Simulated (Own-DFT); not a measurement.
# One host, several defects: zincblende GaAs

The numbers are computed, not measured, by runs of the plane-wave DFT program Own-DFT (in-house, retired, unreviewed) at fixed positions, with no spin and no spin-orbit coupling.

Method: PBE; PseudoDojo norm-conserving scalar-relativistic files; cutoff 42 hartree; 3 x 3 x 3 k mesh centred on Gamma; Fermi-Dirac smearing of 0.1 eV.

Known weak points (not all hold for every row): not probed for a lower state with spin; forces not confirmed at this smearing and k mesh; stress not checked against mesh or cutoff.

All runs share one cell, with vectors in Å (11.737, 0.000, 0.000); (0.000, 11.737, 0.000); (0.000, 0.000, 10.833) and a volume of 1492.4 Å³, strained against the parent crystal. The atoms are randomly displaced, by u rms on each axis. The defect's site can differ from row to row.

| cell | formula | u (Å) | P (GPa) |
|---|---|---|---|
| no defect | As32Ga32 | 0.0270 | 1.23 |
| no defect | As32Ga32 | 0.0302 | 1.29 |
| no defect | As32Ga32 | 0.0495 | 1.59 |
| one Al on a Ga site | AlAs32Ga31 | 0.0307 | 1.23 |
| one Al on a Ga site | AlAs32Ga31 | 0.0327 | 1.27 |
| one Al on a Ga site | AlAs32Ga31 | 0.0483 | ? |
| one Al on a Ga site | AlAs32Ga31 | 0.0508 | 1.57 |
| one As vacancy and one Ga vacancy | As31Ga31 | 0.0315 | 0.98 |
| one As vacancy and one Ga vacancy | As31Ga31 | 0.0481 | 1.14 |
| one As vacancy and one Ga vacancy | As31Ga31 | 0.0488 | 1.18 |
| one In on a Ga site | As32Ga31In | 0.0477 | 2.05 |
| one In on a Ga site | As32Ga31In | 0.0505 | 2.22 |
| one In on a Ga site | As32Ga31In | 0.0556 | 2.23 |
| one P on an As site | As31Ga32P | 0.0293 | 1.03 |
| one P on an As site | As31Ga32P | 0.0302 | 1.02 |
| one P on an As site | As31Ga32P | 0.0310 | 1.02 |

## Working it out

P = P0 + c u² + a shift for each defect gives P0 = 1.12 GPa, c = 186 ± 17 GPa/Å² and a scatter of 0.04 GPa. The shifts, and each times the cell's volume:

- one In on a Ga site: 0.56 ± 0.04 GPa, 5.2 eV
- one Al on a Ga site: -0.04 ± 0.03 GPa, -0.4 eV (not resolved)
- one P on an As site: -0.26 ± 0.03 GPa, -2.4 eV
- one As vacancy and one Ga vacancy: -0.37 ± 0.03 GPa, -3.4 eV

Positive is outwards. The product with the volume (160.2 GPa Å³ to the eV) is nearly free of the cell's size; divided by the bulk modulus at the cell's pressure it gives the volume that the defect adds. The atoms around the defects weren't relaxed, which would change these numbers.

## Withheld run

Asked: what pressure belongs in the blank (one Al on a Ga site, u = 0.0483 Å)?

Estimate: 1.51 ± 0.05 GPa. The calculation gave 1.52 GPa.
